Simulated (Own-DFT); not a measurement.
# Which defects push the lattice out? 4H SiC

Everything here is calculated. The program is Own-DFT (plane waves, in-house, since retired, never reviewed by a person); positions were held fixed, and spin and spin-orbit coupling were off.

Common settings: PBE; PseudoDojo norm-conserving scalar-relativistic files; cutoff 42 hartree; 4 x 4 x 3 k mesh centred on Gamma; Fermi-Dirac smearing of 0.1 eV.

Known weak points (not all hold for every row): some atoms lie very close together; not probed for a lower state with spin; forces on such cells failed a check on a denser k mesh; forces on such cells passed a denser k mesh, each cell not checked; stress not checked against mesh or cutoff.

All runs share one cell, with vectors in Å (9.248, 0.000, 0.000); (-4.624, 8.009, 0.000); (0.000, 0.000, 10.068) and a volume of 745.7 Å³. Atoms were moved at random from their sites; u is the rms move along one axis. The defect's site can differ from row to row.

| cell | formula | u (Å) | P (GPa) |
|---|---|---|---|
| no defect | C36Si36 | 0.0314 | 3.80 |
| no defect | C36Si36 | 0.0317 | 3.87 |
| no defect | C36Si36 | 0.0588 | 5.56 |
| one C on a Si site and one Si on a C site | C36Si36 | 0.0303 | 7.62 |
| one C on a Si site and one Si on a C site | C36Si36 | 0.0500 | 9.40 |
| one C on a Si site and one Si on a C site | C36Si36 | 0.0502 | 8.56 |
| one C vacancy | C35Si36 | 0.0312 | 3.76 |
| one C vacancy | C35Si36 | 0.0490 | 4.71 |
| one C vacancy | C35Si36 | 0.0515 | 4.53 |
| two N on a C site each | C34N2Si36 | 0.0311 | 2.80 |
| two N on a C site each | C34N2Si36 | 0.0314 | 2.96 |
| two N on a C site each | C34N2Si36 | 0.0473 | 4.17 |
| two N on a C site each | C34N2Si36 | 0.0520 | ? |
| two Al on a Si site each | Al2C36Si34 | 0.0276 | 5.73 |
| two Al on a Si site each | Al2C36Si34 | 0.0441 | 6.66 |
| two Al on a Si site each | Al2C36Si34 | 0.0538 | 7.44 |

## Analysis

P = P0 + c u² + a shift for each defect gives P0 = 3.04 GPa, c = 753 ± 80 GPa/Å² and a scatter of 0.26 GPa. The shifts, and each times the cell's volume:

- one C on a Si site and one Si on a C site: 3.99 ± 0.21 GPa, 18.6 eV
- two Al on a Si site each: 2.16 ± 0.21 GPa, 10.1 eV (5.0 eV for each of its 2 sites)
- one C vacancy: -0.22 ± 0.21 GPa, -1.0 eV (not resolved)
- two N on a C site each: -0.78 ± 0.22 GPa, -3.6 eV (-1.8 eV for each of its 2 sites)

Against the defect-free cell, a freed cell would be larger where the shift is positive and smaller where it is negative (160.2 GPa Å³ is 1 eV). The atoms around the defects weren't relaxed, which would change these numbers.

## Test on the hidden row

Asked: what pressure belongs in the blank (two N on a C site each, u = 0.0520 Å)?

Estimate: 4.29 ± 0.32 GPa. DFT gave 4.52 GPa.
